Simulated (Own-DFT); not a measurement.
# How strain changes the stress of 2H SiC, 72 atoms (C36Si36)

Calculated results; nothing here was measured. They come from Own-DFT, an in-house plane-wave density functional program, since retired, whose code no person has reviewed. Each row is one single-point run on a periodic cell that was not relaxed, without spin or spin-orbit coupling.

Settings of every run: PBE; PseudoDojo norm-conserving scalar-relativistic files; cutoff 42 hartree; 4 x 4 x 3 k mesh centred on Gamma; Fermi-Dirac smearing of 0.1 eV.

Known limits: forces on such cells passed a denser k mesh, each cell not checked; stress not checked against mesh or cutoff.

Unstrained cell vectors in Å: (9.248, 0.000, 0.000); (-4.624, 8.009, 0.000); (0.000, 0.000, 10.068). The unstrained cell has measured lattice constants (interpolated for alloys), not those of this functional. That, the random moves and any unrelaxed bonds set the pressure at no strain. Each run strains this cell uniformly, with the atoms carried along. Every atom was also moved at random, by a Gaussian of width 0.05 Å on each axis. Strain is the symmetric tensor, in per cent. Stress is positive in tension, and the pressure is minus a third of its trace.

| run | e_xx (%) | e_yy (%) | e_zz (%) | e_yz (%) | e_xz (%) | e_xy (%) | s_xx (GPa) | s_yy (GPa) | s_zz (GPa) | s_yz (GPa) | s_xz (GPa) | s_xy (GPa) | P (GPa) | E (meV/atom) |
|---|---|---|---|---|---|---|---|---|---|---|---|---|---|---|
| 1 | 1.11 | -1.40 | 0.79 | 1.30 | 1.46 | 1.51 | 1.27 | -9.95 | -3.27 | 4.00 | 4.73 | 7.18 | 3.98 | 0.0 |
| 2 | 0.08 | 0.50 | -1.10 | 1.79 | -0.40 | -1.96 | -3.92 | -1.56 | -13.91 | 5.60 | -1.67 | -8.30 | 6.46 | 14.0 |
| 3 | -0.45 | 0.14 | -1.33 | -0.49 | -0.34 | 1.38 | -6.18 | -5.37 | -14.91 | -1.56 | -0.81 | 5.91 | 8.82 | 9.0 |
| 4 | 1.13 | -0.30 | -1.51 | -0.26 | 1.23 | 0.59 | 1.50 | -6.11 | -19.10 | -0.36 | 3.40 | 2.92 | 7.90 | 38.7 |
| 5 | -0.43 | -0.84 | -0.51 | -0.11 | 1.83 | 0.48 | -7.20 | -9.39 | -11.85 | -0.38 | 6.38 | 2.07 | 9.48 | 6.7 |
| 6 | 1.96 | -1.91 | -0.63 | 1.00 | 0.63 | -0.51 | 4.84 | -12.60 | -12.10 | 3.77 | 1.81 | -1.59 | 6.62 | 14.2 |
| 7 | 1.10 | 1.24 | -0.94 | -1.82 | 0.99 | 1.23 | 2.74 | 3.75 | -15.08 | -6.16 | 3.23 | 5.68 | 2.86 | 25.8 |
| 8 | -0.50 | -0.67 | -0.95 | -0.73 | 1.60 | 0.04 | -8.73 | -9.52 | -12.84 | -2.55 | 6.39 | 1.38 | 10.36 | 18.5 |
| 9 | -0.19 | 1.07 | 1.79 | 0.39 | -0.49 | 1.04 | -3.64 | 1.29 | 3.27 | 1.29 | -0.87 | 4.66 | -0.31 | 13.0 |
| 10 | 0.87 | 0.08 | -1.85 | -1.78 | -0.12 | 1.94 | 0.69 | -4.93 | -21.63 | -3.80 | 0.07 | 9.70 | 8.62 | 49.7 |
| 11 | -0.15 | 1.98 | 1.57 | -0.99 | 0.97 | 1.00 | -4.07 | 6.16 | 2.00 | -3.03 | 2.85 | 4.05 | -1.36 | 24.1 |
| 12 | 0.98 | 0.01 | -1.01 | -0.97 | 1.57 | 1.11 | -0.44 | -3.75 | -12.68 | -3.24 | 4.77 | 4.10 | 5.62 | 27.4 |
| 13 | 1.48 | 1.47 | -0.80 | 0.41 | 1.23 | 0.28 | 5.03 | 3.88 | -11.65 | 1.37 | 2.84 | 1.55 | 0.92 | 20.1 |
| 14 | 1.38 | 0.90 | 1.63 | -1.32 | 1.73 | -1.60 | 4.15 | 1.74 | 1.80 | -4.98 | 4.50 | -7.03 | -2.56 | 19.0 |
| 15 | -1.90 | 1.06 | 1.76 | -1.01 | 1.77 | -1.58 | -13.93 | 0.12 | 2.01 | -3.69 | 5.01 | -7.31 | 3.94 | 26.8 |
| 16 | 0.07 | -0.81 | 1.06 | -1.51 | -0.48 | -0.83 | -5.79 | -6.21 | -1.56 | -4.70 | -2.05 | -4.88 | 4.52 | 1.7 |
| 17 | 0.26 | 0.82 | 0.35 | 1.74 | -1.67 | 1.02 | ? | ? | ? | ? | ? | ? | ? | ? |

E is the free energy for each atom above the lowest run shown.

## Worked fit

Each stress component was fitted by least squares to a constant and the strains of the runs shown, as fractions, with shears doubled. Shear strains stay in the fit of a normal stress only where such slopes are resolved. The slopes, in GPa:

```
stress,at no strain,per e_xx,per e_yy,per e_zz,scatter
s_xx,-4.5,557 ± 20,86 ± 18,9 ± 16,0.73
s_yy,-4.4,98 ± 22,503 ± 20,59 ± 17,0.79
s_zz,-8.0,-9 ± 34,8 ± 31,616 ± 26,1.23
```

Each shear stress against twice its own strain: yz 155 ± 7, xz 157 ± 8, xy 223 ± 8 GPa. These are stiffnesses along x, y and z of the frame in which the cell vectors are given, which need not be the crystal's axes. The atoms are held to the strained lattice; where symmetry lets them move under strain, relaxing them would lower some slopes. The table should be nearly symmetric about its diagonal, and what it lacks of that shows the noise. A ninth of its sum, 214 ± 6 GPa, estimates the bulk modulus near the mean pressure of these runs, 4.7 GPa, so it lies above the value at zero pressure.

## Withheld run

Question: what normal stresses and pressure should run 17 give?

The fit gives s_xx = -2.3, s_yy = 0.2, s_zz = -5.8 and P = 2.7 GPa. The calculation gave -3.09, -0.52, -4.58 and P = 2.73 GPa.
